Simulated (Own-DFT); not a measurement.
# What random displacements cost in 4H SiC, 32 atoms (C16Si16)

These are calculations, not measurements. They come from Own-DFT, an in-house plane-wave density functional program, since retired, whose code no person has reviewed. Each row is one single-point run on a periodic cell that was not relaxed, without spin or spin-orbit coupling.

Settings of every run: PBE; PseudoDojo norm-conserving scalar-relativistic files; cutoff 42 hartree; 5 x 5 x 3 k mesh centred on Gamma; Fermi-Dirac smearing of 0.1 eV.

Known limits: forces on such cells passed a denser k mesh, each cell not checked; stress not checked against mesh or cutoff.

Cell vectors in Å: (6.165, 0.000, 0.000); (-3.083, 5.339, 0.000); (0.000, 0.000, 10.068). In each run every atom was moved at random and independently from its ideal site; u is the rms move along one axis. E is the free energy for each atom above the fitted value at u = 0, and F the rms of the force components.

```
run   u (Å)  E (meV/atom)  F (eV/Å)  largest force (eV/Å)  P (GPa)
  1  0.0281          30.7     0.789                  2.20     3.63
  2  0.0284          33.3     0.841                  2.89     3.71
  3  0.0289          33.3     0.836                  3.12     3.58
  4  0.0571         118.4     1.603                  4.58     5.75
  5  0.0580         153.1     2.066                  8.30     6.61
  6  0.0705         180.1     2.042                  6.72     7.66
  7  0.0956             ?         ?                     ?        ?
  8  0.1042         405.3     3.138                 10.34    13.05
  9  0.1058         495.2     3.704                 13.79    15.81
```

## Worked fit

For small independent moves the energy grows as E = (3/2) K u², with K the mean stiffness felt by one atom. The runs with u up to 0.11 Å give K = 26.7 ± 1.4 eV/Å², with residuals divided by u² + 0.0006 Å², since the noise grows with the moves. The scatter is 10.3 meV/atom at u = 0.05 Å. The forces follow F = G u with G = 30.7 eV/Å²; no force at u = 0 is resolved. G exceeds K because the moves of its neighbours add to the force on an atom, and stiffness differs between atoms. The pressure follows P = 2.70 + 1060 u² GPa: at fixed volume, shortened bonds push harder than stretched ones pull.

## Withheld run

Question: what energy and rms force should run 7 give?

The fit gives 366 ± 37 meV/atom and about 2.94 eV/Å. The calculation gave 363.4 meV/atom and 3.165 eV/Å.
